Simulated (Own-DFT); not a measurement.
# What random displacements cost in monoclinic HfO2, 96 atoms (Hf32O64)

All numbers below are calculated, not measured. They come from Own-DFT, an in-house plane-wave density functional program, since retired, whose code no person has reviewed. Each row is one single-point run on a periodic cell that was not relaxed, without spin or spin-orbit coupling.

Settings of every run: PBE; PseudoDojo norm-conserving scalar-relativistic files; cutoff 72 hartree; 2 x 2 x 2 k mesh centred on Gamma; Fermi-Dirac smearing of 0.1 eV.

Known limits, some of them of some rows only: some atoms lie very close together; hafnium file: forces about 75 meV/angstrom off all-electron values; oxygen file: force components 24 meV/angstrom off all-electron in a glass; forces on such cells passed a denser k mesh, each cell not checked; stress not checked against mesh or cutoff.

Cell vectors in Å: (10.234, 0.000, 0.000); (0.000, 10.350, 0.000); (-1.696, 0.000, 10.445). In each run every atom was moved at random and independently from its ideal site; u is the rms move along one axis. E is the free energy for each atom above the fitted value at u = 0, and F the rms of the force components.

```
run,u (Å),E (meV/atom),F (eV/Å),largest force (eV/Å),P (GPa)
1,0.0208,11.0,0.474,1.76,3.74
2,0.0213,10.8,0.433,1.69,4.20
3,0.0474,56.8,1.049,4.77,5.08
4,0.0488,55.9,1.002,4.22,5.63
5,0.0827,?,?,?,?
6,0.0853,179.9,1.972,9.23,9.49
7,0.1184,371.3,3.245,16.96,14.77
8,0.1493,594.6,3.900,20.80,21.17
```

## Worked fit

For small independent moves the energy grows as E = (3/2) K u², with K the mean stiffness felt by one atom. The runs with u up to 0.11 Å give K = 16.3 ± 0.4 eV/Å², with residuals divided by u² + 0.0006 Å², since the noise grows with the moves. The scatter is 2.1 meV/atom at u = 0.05 Å. The forces follow F = G u with G = 21.8 eV/Å²; no force at u = 0 is resolved. G exceeds K because the moves of its neighbours add to the force on an atom, and stiffness differs between atoms. At u = 0.149 Å the parabola gives 547 meV/atom and the run 595. The pressure follows P = 3.56 + 809 u² GPa: at fixed volume, shortened bonds push harder than stretched ones pull.

## Withheld run

Question: what energy and rms force should run 5 give?

The fit gives 168 ± 6 meV/atom and about 1.80 eV/Å. The calculation gave 177.5 meV/atom and 1.974 eV/Å.
